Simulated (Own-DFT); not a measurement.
Simulation results for GaN (wurtzite, atoms displaced), GaN (wurtzite, strained, atoms displaced)

All values are calculated (Own-DFT development build). A calculation, not a measurement: plane-wave PBE density functional theory by an unreviewed code, no spin, of a simulated periodic cell, stress positive in tension, free energy of the whole cell less one offset for each atom, forces on such cells passed a denser k mesh, this cell's mesh not checked; offsets are fitted by least squares, one for each functional and potential file, so energies compare only between cells with the same atoms and settings and are not formation energies; the far tail of each file's local potential was reset to the Coulomb form; each entry is a single point on an unrelaxed cell, so the pressure reflects the starting lattice, mostly measured values (interpolated for alloys), from which strain is counted, and rises with the displacements; printed positions are rounded, which can move forces by about a meV/angstrom; the program, named Own-DFT, is a retired in-house code; no spin-orbit coupling.

Settings shared by all entries: functional PBE; k mesh 3 x 4 x 3 centred on Gamma.

(1) GaN (wurtzite, atoms displaced)

```
cell vectors (Å)
  12.7560     0.0000     0.0000
  -4.7835     8.2853     0.0000
   0.0000     0.0000    10.3700
atoms (fractions of the cell vectors)
Ga  0.08081  0.21924  0.99857
Ga  0.16645  0.11435  0.25199
N   0.08212  0.22216  0.18716
N   0.16776  0.11466  0.43634
Ga  0.08281  0.22093  0.50077
Ga  0.16616  0.11153  0.74799
N   0.08386  0.22268  0.68837
N   0.16918  0.11379  0.93594
Ga  0.08166  0.55069  0.00079
Ga  0.16860  0.44872  0.24771
N   0.08642  0.55576  0.18830
N   0.16729  0.44294  0.44125
Ga  0.08277  0.55329  0.50157
Ga  0.16822  0.44217  0.75103
N   0.08269  0.55595  0.69287
N   0.16959  0.44659  0.94086
Ga  0.08313  0.89209  0.00263
Ga  0.16840  0.77884  0.24791
N   0.08441  0.89032  0.18983
N   0.17119  0.78275  0.44081
Ga  0.08361  0.89114  0.49875
Ga  0.16866  0.77729  0.75126
N   0.08427  0.88728  0.69108
N   0.16565  0.77858  0.94003
Ga  0.33090  0.22367  0.00018
Ga  0.41565  0.10965  0.25270
N   0.33342  0.21876  0.18722
N   0.41720  0.11173  0.44130
Ga  0.33289  0.22428  0.49992
Ga  0.41604  0.11227  0.74844
N   0.33187  0.21844  0.68822
N   0.41989  0.11068  0.93816
Ga  0.33242  0.55755  0.00228
Ga  0.41303  0.44130  0.25076
N   0.33562  0.55597  0.18858
N   0.41575  0.44494  0.43938
Ga  0.33333  0.55839  0.50176
Ga  0.41762  0.44292  0.74747
N   0.33327  0.55591  0.69132
N   0.41783  0.44446  0.93972
Ga  0.33447  0.89273  0.99597
Ga  0.41801  0.77459  0.25003
N   0.33250  0.89192  0.18689
N   0.41679  0.77530  0.43731
Ga  0.33329  0.88655  0.49994
Ga  0.41595  0.77682  0.74901
N   0.33221  0.88929  0.68705
N   0.41436  0.77621  0.93672
Ga  0.58211  0.22000  0.99983
Ga  0.66573  0.11213  0.24816
N   0.58460  0.22786  0.18850
N   0.66558  0.11233  0.43723
Ga  0.58239  0.21956  0.50041
Ga  0.66635  0.10706  0.74838
N   0.58290  0.22097  0.68824
N   0.66526  0.11314  0.94051
Ga  0.58300  0.55717  0.99890
Ga  0.66656  0.44948  0.24720
N   0.58272  0.55461  0.18516
N   0.66514  0.44669  0.43904
Ga  0.58273  0.55728  0.50102
Ga  0.66777  0.44628  0.74797
N   0.58194  0.55337  0.68589
N   0.66680  0.44309  0.93855
Ga  0.58369  0.88960  0.00058
Ga  0.66500  0.77792  0.24939
N   0.58253  0.88615  0.18865
N   0.66912  0.77867  0.43905
Ga  0.57961  0.88603  0.49760
Ga  0.66654  0.77848  0.74701
N   0.58059  0.88478  0.68896
N   0.66576  0.77835  0.93723
Ga  0.83504  0.22122  0.00098
Ga  0.92094  0.11324  0.25184
N   0.83319  0.21920  0.18809
N   0.91601  0.11318  0.43656
Ga  0.83751  0.22241  0.49905
Ga  0.92090  0.11320  0.75208
N   0.83358  0.22195  0.68820
N   0.91775  0.11192  0.93874
Ga  0.83347  0.55678  0.99680
Ga  0.91596  0.44171  0.25237
N   0.83616  0.55620  0.18706
N   0.91875  0.44819  0.43967
Ga  0.83358  0.55917  0.49948
Ga  0.91617  0.44597  0.74995
N   0.83365  0.55835  0.69122
N   0.91573  0.44304  0.93693
Ga  0.83153  0.88856  0.00097
Ga  0.91684  0.77653  0.25031
N   0.83083  0.88777  0.18659
N   0.91507  0.77887  0.43735
Ga  0.83102  0.89081  0.50347
Ga  0.91617  0.77470  0.74965
N   0.83142  0.88744  0.69058
N   0.91569  0.77802  0.93865
```

```
potential files                   : PseudoDojo norm-conserving, scalar-relativistic, standard set
wave cutoff                       : 42 hartree
occupations                       : Fermi-Dirac
smearing width                    : 0.1 eV
hardware                          : one NVIDIA H200
free energy of cell above offsets : 18.823 eV
pressure                          : 5.86 GPa
stress xx                         : -6.13 GPa
stress yy                         : -5.44 GPa
stress zz                         : -6.01 GPa
stress yz                         : -0.04 GPa
stress xz                         : -0.1 GPa
stress xy                         : -0.37 GPa
wall time                         : 1130 s
```

Force:
```tsv
element	x (eV/Å)	y (eV/Å)	z (eV/Å)
Ga	0.638	0.528	0.177
Ga	0.34	-0.291	-0.655
N	0.486	0.434	0.036
N	-0.145	-0.291	0.582
Ga	-0.056	0.192	-0.182
Ga	0.299	-0.438	0.241
N	0.097	-0.076	-0.1
N	-0.658	-0.299	0.191
Ga	-0.163	0.73	-0.32
Ga	0.243	-0.583	0.592
N	-0.762	-0.022	0.149
N	-0.225	0.178	-0.514
Ga	0.202	0.714	0.201
Ga	-0.525	0.509	0.234
N	0.447	-0.338	-0.531
N	-0.431	-0.711	-0.3
Ga	0.194	-0.306	-0.433
Ga	-0.151	0.023	0.418
N	-0.239	0.112	0.138
N	-0.729	-0.864	-0.551
Ga	0.177	-0.26	0.3
Ga	-0.372	0.043	0.216
N	-0.406	0.214	-0.6
N	0.033	-0.196	0.051
Ga	1.051	-0.094	-0.124
Ga	0.377	0.29	-0.179
N	-0.565	0.367	0.357
N	-0.295	-0.191	-0.251
Ga	0.395	-0.229	0.041
Ga	0.48	-0.251	0.308
N	-0.273	0.575	-0.174
N	-1.104	0.397	-0.353
Ga	0.726	-0.051	-0.496
Ga	0.858	-0.019	-0.14
N	-0.403	-0.162	0.099
N	-0.073	0.187	-0.079
Ga	0.148	-0.59	0.123
Ga	-0.285	-0.053	0.643
N	0.201	-0.243	-0.497
N	-0.5	0.11	-0.437
Ga	-0.121	-0.518	0.501
Ga	-0.807	0.653	-0.303
N	0.933	-0.484	0.077
N	-0.379	0.137	-0.019
Ga	0.095	0.559	0.069
Ga	-0.299	0.179	0.337
N	0.511	-0.077	0.193
N	0.338	0.294	0.301
Ga	-0.02	0.672	0.222
Ga	-0.035	0.051	0.107
N	-0.02	-0.644	0.093
N	0.638	-0.286	0.103
Ga	-0.002	0.709	-0.06
Ga	-0.284	0.418	0.345
N	0.186	0.12	0.065
N	0.909	-0.448	-0.405
Ga	0.347	-0.273	-0.17
Ga	0.54	-0.24	0.439
N	-0.599	0.318	0.541
N	0.412	-0.191	-0.16
Ga	0.163	-0.208	-0.491
Ga	-0.164	-0.539	0.419
N	0.115	0.362	0.449
N	-0.272	0.252	-0.278
Ga	-0.356	-0.091	-0.328
Ga	0.524	-0.28	0.119
N	-0.251	0.479	-0.041
N	-0.808	-0.005	-0.159
Ga	0.765	0.603	0.27
Ga	-0.172	-0.42	0.543
N	0.107	0.293	-0.527
N	0.053	0.107	-0.184
Ga	-0.7	0.155	-0.187
Ga	-0.804	-0.657	-0.559
N	0.092	0.237	0.272
N	0.773	-0.407	0.448
Ga	-1.325	0.254	0.237
Ga	-0.843	-0.337	-0.238
N	0.264	-0.074	0.002
N	-0.146	-0.295	-0.116
Ga	0.069	-0.268	0.421
Ga	0.079	0.253	-0.464
N	-0.209	-0.142	0.092
N	-0.228	-0.35	0.05
Ga	-0.173	-0.419	0.125
Ga	0.11	-0.324	0.008
N	0.14	-0.479	-0.749
N	0.155	-0.021	0.307
Ga	0.143	-0.161	-0.273
Ga	-0.267	0.182	-0.338
N	0.452	0.252	0.533
N	0.177	0.437	0.368
Ga	0.57	-0.003	-0.357
Ga	0.024	0.811	0.333
N	0.491	0.469	-0.139
N	0.08	0.345	-0.029
```

(2) GaN (wurtzite, strained, atoms displaced)

```
cell vectors (Å)
  12.7560     0.0000     0.0000
  -4.7835     8.2853     0.0000
   0.0000     0.0000    10.6811
atoms (fractions of the cell vectors)
Ga  0.08383  0.22239  0.99678
Ga  0.16571  0.11320  0.24672
N   0.08225  0.21451  0.18798
N   0.16333  0.10999  0.43476
Ga  0.08279  0.22114  0.50302
Ga  0.16380  0.11184  0.75289
N   0.08636  0.22376  0.68769
N   0.16293  0.10358  0.94562
Ga  0.08132  0.55895  0.98946
Ga  0.16273  0.44242  0.25531
N   0.08196  0.54505  0.19613
N   0.16011  0.43600  0.44574
Ga  0.07820  0.55147  0.50731
Ga  0.17410  0.45660  0.75015
N   0.08263  0.54132  0.68621
N   0.16799  0.44301  0.93000
Ga  0.08105  0.88668  0.00405
Ga  0.17523  0.79089  0.25907
N   0.07847  0.88909  0.18216
N   0.16780  0.77770  0.43703
Ga  0.09393  0.89805  0.50280
Ga  0.16225  0.76690  0.75439
N   0.08065  0.89247  0.69656
N   0.16813  0.77055  0.93477
Ga  0.32787  0.22373  0.99553
Ga  0.41970  0.11412  0.25429
N   0.32793  0.21293  0.18885
N   0.41740  0.10886  0.44375
Ga  0.33267  0.22431  0.49911
Ga  0.41069  0.10112  0.74838
N   0.33105  0.21842  0.69642
N   0.41729  0.10688  0.94049
Ga  0.34184  0.56092  0.00073
Ga  0.41954  0.44125  0.25894
N   0.33229  0.55939  0.18854
N   0.42305  0.44610  0.44049
Ga  0.33256  0.55043  0.49809
Ga  0.42101  0.44628  0.74918
N   0.33312  0.55413  0.69196
N   0.42720  0.44714  0.93895
Ga  0.33362  0.89267  0.00662
Ga  0.40447  0.76947  0.24786
N   0.33649  0.88761  0.19573
N   0.41886  0.77708  0.43871
Ga  0.33623  0.88860  0.49548
Ga  0.41087  0.77895  0.74203
N   0.33183  0.87831  0.69099
N   0.42100  0.78400  0.94445
Ga  0.58648  0.21980  0.99979
Ga  0.66229  0.10884  0.25752
N   0.58035  0.21846  0.19154
N   0.66982  0.10684  0.43709
Ga  0.58341  0.21892  0.49972
Ga  0.67000  0.11385  0.74380
N   0.58294  0.22767  0.68993
N   0.66293  0.10494  0.93126
Ga  0.58282  0.55146  0.99906
Ga  0.66359  0.45301  0.24964
N   0.57927  0.55858  0.18987
N   0.66531  0.44464  0.43294
Ga  0.57821  0.54826  0.50328
Ga  0.66292  0.44573  0.74618
N   0.58692  0.55688  0.68824
N   0.66389  0.44441  0.93425
Ga  0.58161  0.88441  0.00057
Ga  0.66858  0.77990  0.25290
N   0.58951  0.89788  0.18186
N   0.66221  0.76863  0.44024
Ga  0.58515  0.88225  0.50617
Ga  0.66523  0.78013  0.75231
N   0.58304  0.88915  0.68708
N   0.67043  0.78472  0.94101
Ga  0.84626  0.23304  0.99700
Ga  0.92237  0.10784  0.25018
N   0.82952  0.22496  0.17669
N   0.90589  0.11100  0.43883
Ga  0.82813  0.21939  0.50417
Ga  0.91202  0.10735  0.75438
N   0.83621  0.22538  0.68557
N   0.91116  0.10660  0.94069
Ga  0.83500  0.55071  0.99900
Ga  0.92631  0.44803  0.25115
N   0.83376  0.55554  0.18481
N   0.92073  0.45149  0.45228
Ga  0.83507  0.56120  0.50044
Ga  0.91907  0.44591  0.74293
N   0.82611  0.54078  0.68823
N   0.91759  0.44793  0.94425
Ga  0.83426  0.89604  0.98677
Ga  0.91408  0.76977  0.25922
N   0.83272  0.89421  0.19013
N   0.91720  0.78130  0.43613
Ga  0.83215  0.87780  0.49953
Ga  0.92335  0.76523  0.74565
N   0.83334  0.88849  0.68889
N   0.92201  0.77491  0.94355
```

```
potential files                   : PseudoDojo norm-conserving, scalar-relativistic, standard set with the stringent files for Ga
wave cutoff                       : 96 hartree
occupations                       : Gaussian
smearing width                    : 0.01 eV
free energy of cell above offsets : -4.902 eV
pressure                          : 1.83 GPa
stress xx                         : -5.57 GPa
stress yy                         : -4.61 GPa
stress zz                         : 4.7 GPa
stress yz                         : 0.34 GPa
stress xz                         : -0.15 GPa
stress xy                         : -0.2 GPa
```

Force:
```tsv
element	x (eV/Å)	y (eV/Å)	z (eV/Å)
Ga	-0.246	0.057	0.536
Ga	0.292	-1.029	0.269
N	-0.235	1.644	-0.638
N	0.675	0.553	0.197
Ga	-1.18	-1.066	0.288
Ga	0.031	0.343	0.682
N	-0.713	0.044	0.47
N	-0.209	0.796	-1.331
Ga	1.487	-1.023	1.935
Ga	1.082	-0.688	-0.078
N	0.458	2.605	-1.511
N	0.706	1.278	-0.869
Ga	1.367	0.61	-0.804
Ga	0.428	-2.45	0.276
N	-1.198	2.041	0.401
N	0.068	0.269	1.228
Ga	0.678	-0.472	-0.119
Ga	-1.407	-1.359	-1.543
N	1.172	-0.381	1.815
N	0.014	-0.022	1.216
Ga	-1.02	-0.844	0.225
Ga	0.153	0.819	-0.587
N	2.293	-0.478	-1.678
N	-0.445	1.476	0.512
Ga	1.683	-0.276	0.751
Ga	-0.329	-0.205	-0.226
N	0.634	1.243	-0.022
N	-0.616	0.418	-0.553
Ga	0.099	-0.663	0.726
Ga	0.732	0.672	0.9
N	-0.04	0.255	-1.16
N	-0.968	0.535	-0.389
Ga	-0.727	-0.276	-0.034
Ga	-1.067	-0.013	-1.467
N	0.48	-1.963	0.115
N	-1.824	-1.049	-0.103
Ga	-0.545	0.435	0.492
Ga	-0.27	-0.261	0.585
N	1.114	0.408	-1.13
N	-2.356	-0.696	-0.723
Ga	0.538	-0.493	-0.266
Ga	3.121	0.948	0.812
N	-1.637	1.127	-0.951
N	-0.185	-0.511	-0.162
Ga	-0.009	-0.56	0.904
Ga	2.846	-0.741	2.029
N	-2.574	1.228	-1.491
N	-1.041	-1	-1.168
Ga	-0.141	-0.08	0.051
Ga	1.098	0.398	-1.61
N	0.005	1.038	-0.365
N	-1.384	-0.164	0.785
Ga	0.431	0.563	0.33
Ga	-0.816	0.04	1.263
N	0.006	-1.242	-0.938
N	0.909	0.916	-0.021
Ga	1.168	1.434	0.919
Ga	1.375	-0.953	-0.363
N	0.332	-0.085	-0.567
N	0.3	-0.096	0.862
Ga	1.766	1.074	0.254
Ga	0.616	-0.597	1.338
N	-1.18	0.419	-0.418
N	1	-0.125	0.257
Ga	0.505	1.487	0.339
Ga	-0.671	0.703	-0.41
N	-0.838	-1.384	1.297
N	0.422	0.177	-0.078
Ga	-0.216	0.352	-0.865
Ga	0.569	-0.03	0.239
N	-0.324	-0.142	0.059
N	-0.318	-1.541	-1.015
Ga	-2.418	-1.531	0.842
Ga	-2.28	0.363	0.332
N	0.885	0.127	1.895
N	2.161	-0.556	-0.161
Ga	0.707	0.796	-0.392
Ga	0.913	0.423	-0.853
N	-0.051	-0.454	0.582
N	1.443	1.884	-1.386
Ga	-1.709	0.738	0.696
Ga	-2.463	-1.451	0.34
N	-0.071	-0.311	0.806
N	-1.163	-1.024	-1.65
Ga	-0.377	-0.843	-0.147
Ga	-0.336	-0.938	1.105
N	0.539	1.551	-0.526
N	0.612	-0.15	-2.321
Ga	1.062	-2.234	2.373
Ga	-0.485	0.838	-2.285
N	0.898	-1.266	-0.491
N	1.439	-0.278	1.092
Ga	-1.527	1.673	0.52
Ga	-2.863	0.094	1.507
N	0.478	-0.745	0.008
N	-1.317	-0.152	-1.588
```

(3) GaN (wurtzite, strained, atoms displaced)

```
cell vectors (Å)
  12.7560     0.0000     0.0000
  -4.7835     8.2853     0.0000
   0.0000     0.0000    10.6811
atoms (fractions of the cell vectors)
Ga  0.08728  0.22697  0.00447
Ga  0.16472  0.10772  0.24587
N   0.09088  0.22366  0.18479
N   0.16606  0.11029  0.44081
Ga  0.08581  0.21979  0.49728
Ga  0.16775  0.10293  0.74671
N   0.08602  0.23316  0.69471
N   0.16125  0.10776  0.94050
Ga  0.08486  0.56055  0.00723
Ga  0.16305  0.43867  0.25141
N   0.08639  0.55705  0.18024
N   0.16734  0.45554  0.43734
Ga  0.09024  0.56498  0.50534
Ga  0.16217  0.44459  0.75380
N   0.08714  0.55378  0.69843
N   0.16075  0.44078  0.93067
Ga  0.07664  0.88506  0.99793
Ga  0.16894  0.77724  0.24802
N   0.07978  0.88223  0.19242
N   0.16648  0.77175  0.43870
Ga  0.07778  0.88892  0.50038
Ga  0.17433  0.77407  0.74016
N   0.08268  0.89695  0.68792
N   0.16121  0.77768  0.93273
Ga  0.33906  0.23230  0.00242
Ga  0.41621  0.10919  0.24669
N   0.32536  0.21553  0.18693
N   0.41138  0.11542  0.44058
Ga  0.33534  0.22138  0.50763
Ga  0.42277  0.11429  0.74701
N   0.33573  0.22595  0.69117
N   0.41402  0.11115  0.94049
Ga  0.33630  0.56116  0.00213
Ga  0.41750  0.43874  0.24480
N   0.33886  0.56793  0.18850
N   0.41605  0.44049  0.43661
Ga  0.33483  0.55408  0.50179
Ga  0.41840  0.45169  0.74668
N   0.33354  0.55212  0.67920
N   0.41717  0.44607  0.93203
Ga  0.33977  0.88873  0.99397
Ga  0.41479  0.77886  0.24954
N   0.32654  0.87875  0.18256
N   0.41007  0.77053  0.43395
Ga  0.33682  0.89168  0.49670
Ga  0.41780  0.77805  0.74973
N   0.33576  0.89334  0.69027
N   0.41809  0.78441  0.92991
Ga  0.58320  0.21363  0.99645
Ga  0.66230  0.10697  0.24778
N   0.57974  0.21928  0.18907
N   0.66558  0.11943  0.44556
Ga  0.58377  0.22652  0.49727
Ga  0.66319  0.10543  0.75298
N   0.58398  0.21501  0.68999
N   0.66708  0.11367  0.94230
Ga  0.59103  0.55878  0.01367
Ga  0.66428  0.43621  0.24792
N   0.59154  0.55071  0.18457
N   0.66213  0.44155  0.43657
Ga  0.59069  0.56671  0.50256
Ga  0.66479  0.44085  0.74860
N   0.58744  0.56327  0.69025
N   0.66488  0.44707  0.94020
Ga  0.58495  0.89860  0.00631
Ga  0.67561  0.79140  0.24309
N   0.57906  0.88476  0.19079
N   0.67256  0.78045  0.43658
Ga  0.58494  0.89728  0.50388
Ga  0.66022  0.76803  0.75132
N   0.57547  0.88524  0.69038
N   0.67300  0.78357  0.93104
Ga  0.83099  0.22924  0.99780
Ga  0.91350  0.10887  0.24957
N   0.83633  0.22249  0.19617
N   0.91938  0.10854  0.43903
Ga  0.83032  0.22109  0.50997
Ga  0.92243  0.10393  0.75354
N   0.82956  0.21868  0.69836
N   0.92455  0.11728  0.93501
Ga  0.83012  0.55825  0.00321
Ga  0.91694  0.44218  0.25492
N   0.82944  0.55735  0.18216
N   0.92025  0.44712  0.44123
Ga  0.83693  0.56534  0.49096
Ga  0.90922  0.43889  0.74843
N   0.83473  0.55094  0.68949
N   0.91272  0.43638  0.93934
Ga  0.82928  0.87554  0.99280
Ga  0.91599  0.78080  0.25127
N   0.83656  0.88777  0.18616
N   0.91747  0.78334  0.43430
Ga  0.83054  0.89134  0.50023
Ga  0.91054  0.77997  0.74873
N   0.83880  0.88628  0.69196
N   0.92374  0.78205  0.93490
```

```
potential files                   : PseudoDojo norm-conserving, scalar-relativistic, standard set with the stringent files for Ga
wave cutoff                       : 96 hartree
occupations                       : Gaussian
smearing width                    : 0.01 eV
free energy of cell above offsets : -5.116 eV
pressure                          : 1.74 GPa
stress xx                         : -4.43 GPa
stress yy                         : -5.26 GPa
stress zz                         : 4.48 GPa
stress yz                         : 0.03 GPa
stress xz                         : -0.06 GPa
stress xy                         : 0.57 GPa
```

Force:
```tsv
element	x (eV/Å)	y (eV/Å)	z (eV/Å)
Ga	-0.159	-0.342	-1.172
Ga	-0.04	-0.689	1.105
N	-1.582	-0.171	0.784
N	0.593	0.027	-0.752
Ga	-0.601	1.279	1.112
Ga	-0.821	2.247	1.554
N	0.807	-1.865	-1.721
N	1.225	0.525	-0.328
Ga	-0.191	-0.369	-2.544
Ga	0.434	1.133	0.144
N	-0.469	-0.63	2.167
N	0.863	-1.567	-0.279
Ga	-0.501	-1.448	0.581
Ga	1.686	-0.148	-0.025
N	-1.98	0.279	-2.055
N	0.946	1.262	2.031
Ga	2.178	1.219	0.703
Ga	-0.949	-0.588	0.601
N	0.136	0.359	-0.655
N	-0.582	1.878	-0.346
Ga	1.306	0.219	0.28
Ga	-2.27	0.629	1.802
N	0.505	-2.468	-0.988
N	1.238	0.115	0.205
Ga	-1.084	-1.372	-0.774
Ga	-1.084	-0.586	0.447
N	1.609	0.809	-0.223
N	1.887	-0.795	-0.978
Ga	-1.338	0.608	-0.328
Ga	-1.374	-0.15	0.99
N	0.542	-0.121	-0.173
N	0.87	0.326	-0.54
Ga	-0.528	-0.631	-0.631
Ga	-0.468	0.767	0.955
N	0.307	-2.11	-0.604
N	0.464	0.652	-0.104
Ga	-0.218	-0.394	-1.011
Ga	-0.036	-0.782	0.498
N	-0.575	0.811	1.444
N	0.332	1.009	0.976
Ga	-2.79	-0.016	0.387
Ga	-0.379	-0.081	0.798
N	1.125	1.642	-0.011
N	1.133	1.426	0.348
Ga	-0.582	-0.239	0.452
Ga	-1.108	-1.039	-0.432
N	0.832	-0.003	-1.119
N	1.432	-0.665	0.918
Ga	-1.822	1.596	0.569
Ga	0.597	0.816	0.997
N	0.612	-0.551	-0.612
N	0.817	-1.033	-1.262
Ga	-0.91	-0.243	0.848
Ga	0.593	0.028	0.198
N	-0.28	1.179	-0.619
N	0.356	-0.721	-0.693
Ga	-1.275	-0.074	-3.012
Ga	0.672	0.63	0.742
N	-1.89	1.044	1.662
N	0.637	1.029	-0.173
Ga	-0.865	-1.346	-0.466
Ga	0.366	0.298	0.546
N	0.224	-1.891	-1.147
N	0.512	-0.816	-0.635
Ga	0.563	-1.4	-0.977
Ga	-0.34	-1.803	1.138
N	0.604	0.645	-0.559
N	-1.55	0.545	-0.488
Ga	-0.315	-1.095	-0.464
Ga	0.367	2.389	0.213
N	1.94	0.474	-0.62
N	-1.776	-0.816	1.313
Ga	2.055	-1.299	0.691
Ga	1.332	0.28	0.261
N	-1.314	-0.324	-1.088
N	-1.083	0.514	-0.158
Ga	0.853	0.537	-0.309
Ga	-0.732	1.223	0.287
N	0.633	-0.867	-1.108
N	-1.341	-1.103	1.109
Ga	1.188	-0.385	-1.08
Ga	0.004	0.884	-0.377
N	0.833	-0.373	1.508
N	-0.349	-0.119	-0.001
Ga	0.065	-1.309	1.066
Ga	1.576	0.541	1.258
N	-1.432	0.999	-1.003
N	-0.525	2.153	-0.285
Ga	0.988	2.636	0.519
Ga	0.621	-0.778	-0.129
N	-0.549	0.632	-0.821
N	-0.569	-0.281	0.158
Ga	1.236	0.246	0.706
Ga	3.249	-1.584	0.764
N	-3.18	0.651	-1.585
N	-2.135	-1.711	-0.375
```
